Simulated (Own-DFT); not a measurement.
# Device materials side by side: how hard are they to compress?

Source: density functional calculations with Own-DFT, an unreviewed in-house program that is no longer used. Nothing was measured or relaxed, and spin and spin-orbit coupling are left out.

Caveats (not all hold for every row): forces on such cells moved up to 12 meV/angstrom on a denser k mesh; forces not confirmed at this smearing and k mesh; k mesh not checked against a denser one; forces on such cells passed a denser k mesh, each cell not checked; stress not checked against mesh or cutoff.

All runs are PBE with PseudoDojo norm-conserving files; cutoff and k mesh are each material's own. Every cell starts from measured lattice constants and was given uniform random strains and small random moves of its atoms. Each triple is the change of volume in per cent, the rms move u in Å and the pressure in GPa.

- 3C SiC (C48Si48), 10.36 Å³/atom unstrained: (-1.34, 0.051, 8.39); (-1.29, 0.050, 8.56); (1.47, 0.051, 2.12); (1.93, 0.047, 1.15); (3.39, 0.054, -0.57); (3.41, 0.048, -1.45); (3.48, 0.053, -1.66)
- wurtzite AlN (Al64N64), 10.45 Å³/atom unstrained: (-1.19, 0.050, 8.24); (0.55, 0.050, 4.34); (0.78, 0.051, 4.31); (1.00, 0.053, 4.11); (1.15, 0.053, 3.33); (1.53, 0.050, 2.91); (2.46, 0.049, 1.20)
- wurtzite GaN (Ga48N48), 11.42 Å³/atom unstrained: (-2.79, 0.047, 12.81); (-2.23, 0.049, 11.35); (-1.24, 0.053, 10.25); (-0.99, 0.049, 9.15); (0.25, 0.046, 6.61); (1.37, 0.052, 4.34); (1.73, 0.049, 3.98)
- diamond silicon (Si64), 20.02 Å³/atom unstrained: (-3.07, 0.049, 6.01); (-0.18, 0.052, 2.62); (-0.08, 0.049, 2.66); (1.17, 0.049, 1.61); (1.86, 0.048, 0.97); (3.74, 0.050, -0.87); (3.97, 0.051, -0.85)
- zincblende GaP (Ga32P32), 20.24 Å³/atom unstrained: (-3.00, 0.049, 6.30); (-2.60, 0.050, 5.90); (-2.29, 0.052, 5.74); (0.67, 0.053, 3.07); (0.85, 0.052, 2.72); (2.33, 0.051, 1.47); (3.28, 0.047, 0.58)
- zincblende InP (In48P48), 25.27 Å³/atom unstrained: withheld
- grey tin (Sn64), 34.15 Å³/atom unstrained: (-3.98, 0.049, 6.15); (-3.32, 0.053, 5.68); (-0.79, 0.051, 4.11); (-0.53, 0.050, 4.14); (-0.12, 0.049, 3.85); (0.14, 0.049, 3.70); (1.31, 0.053, 3.11)

## Worked fit

Fit a line to each set against the fractional change of volume; B is minus its slope, and u is nearly the same within a set. To take it to zero pressure, assume that B rises by 4 GPa for each GPa: B0 = B - 4 x (mean pressure). The bond length of an ideal tetrahedral crystal with the unstrained volume v is d = (√3/4)(8 v)^(1/3). Cohen's empirical rule reads B0 = (1971 - 220 L) d^(-3.5) GPa, with L = 0 for group IV crystals and SiC and 1 for III-V compounds.

```
                material  L  d (Å)  B (GPa)  mean P (GPa)  B0 (GPa)  rule (GPa)
        3C SiC (C48Si48)  0  1.888  206 ± 9           2.4   196 ± 9         213
  wurtzite AlN (Al64N64)  1  1.893  192 ± 9           4.1   176 ± 9         188
  wurtzite GaN (Ga48N48)  1  1.950  198 ± 7           8.4   165 ± 7         169
  diamond silicon (Si64)  0  2.352   96 ± 4           1.7    90 ± 4          99
zincblende GaP (Ga32P32)  1  2.360   91 ± 1           3.7    77 ± 1          87
zincblende InP (In48P48)  1  2.541        ?             ?         ?          67
         grey tin (Sn64)  0  2.810   58 ± 2           4.4    40 ± 2          53
```

A line through ln[B0/(1971 - 220 L)] against ln d has a slope of -4.0 ± 0.1 and a scatter of 5 %. Against the rule, B0 stands at 92 % for 3C SiC, 94 % for wurtzite AlN, 97 % for wurtzite GaN, 91 % for diamond silicon, 88 % for zincblende GaP, 75 % for grey tin. PBE tends to make silicon and heavier crystals too soft, and the rule itself is only a guide.

## Check

Q: what B0 does the fitted trend give for zincblende InP (In48P48)?

From the line: 55 GPa. Its own runs give B = 79 ± 3 GPa at a mean pressure of 3.9 GPa, so B0 = 63 GPa. It lies off the trend of the others.
